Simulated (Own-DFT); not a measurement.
# How much smaller does PBEsol make it? D0_22 TiAl3, 40 atoms (Al30Ti10)

Source: density functional calculations with Own-DFT, an unreviewed in-house program that is no longer used. Nothing was measured or relaxed, and spin and spin-orbit coupling are left out.

Keep in mind: forces on such cells failed a check on a denser k mesh; stress not checked against mesh or cutoff.

Each geometry was run with PBE and with PBEsol, otherwise alike: PseudoDojo norm-conserving scalar-relativistic files made for PBE; cutoff 42 hartree; 4 x 4 x 4 k mesh centred on Gamma; cold (Marzari-Vanderbilt) smearing of 0.2 eV. Unstrained cell vectors in Å: (-2.365, -6.981, 4.326); (-7.667, 3.491, 1.442); (-2.950, -3.488, -7.241). Each has a uniform strain, of which the change of volume is shown, and random moves of rms u per axis.

| run | volume change (%) | u (Å) | P with PBE (GPa) | P with PBEsol (GPa) |
|---|---|---|---|---|
| 1 | -1.77 | 0.0483 | 5.16 | 3.21 |
| 2 | -1.56 | 0.0533 | 4.88 | 2.94 |
| 3 | 1.53 | 0.0460 | 1.02 | -0.85 |
| 4 | -3.32 | 0.0454 | 7.05 | 5.06 |
| 5 | 2.54 | 0.0480 | 0.10 | -1.75 |
| 6 | 1.91 | 0.0526 | 0.73 | -1.13 |
| 7 | -1.54 | 0.0482 | 4.42 | 2.49 |
| 8 | 1.53 | 0.0458 | 0.96 | -0.91 |
| 9 | 0.21 | 0.0530 | 2.67 | 0.78 |
| 10 | 2.44 | 0.0554 | 0.27 | ? |

The question: by how much does PBEsol shrink this cell, and what belongs in the blank?

## Working it out

Write v for the change of volume as a fraction. Fitted to v and u², the PBE pressure has a slope of -120 ± 3 GPa in v, with the ions held to the strained lattice. The difference PBEsol less PBE is -1.90 + 2.3 v GPa (slope ± 0.1) and averages -1.91 GPa. Divided by the mean slope of the two, 118 GPa, that makes PBEsol's volume at a given pressure, near 2 GPa, about 1.6 % smaller, or 0.54 % in lengths. At one volume PBEsol's slope is the smaller by 2 GPa, but its pressure there is lower too. If stiffness rises by about 4 GPa for each GPa, PBEsol at equal pressure is stiffer by about 5 GPa. Files made for PBEsol would give a different shift.

For run 10 the line gives -1.58 GPa. DFT gave -1.58 GPa.
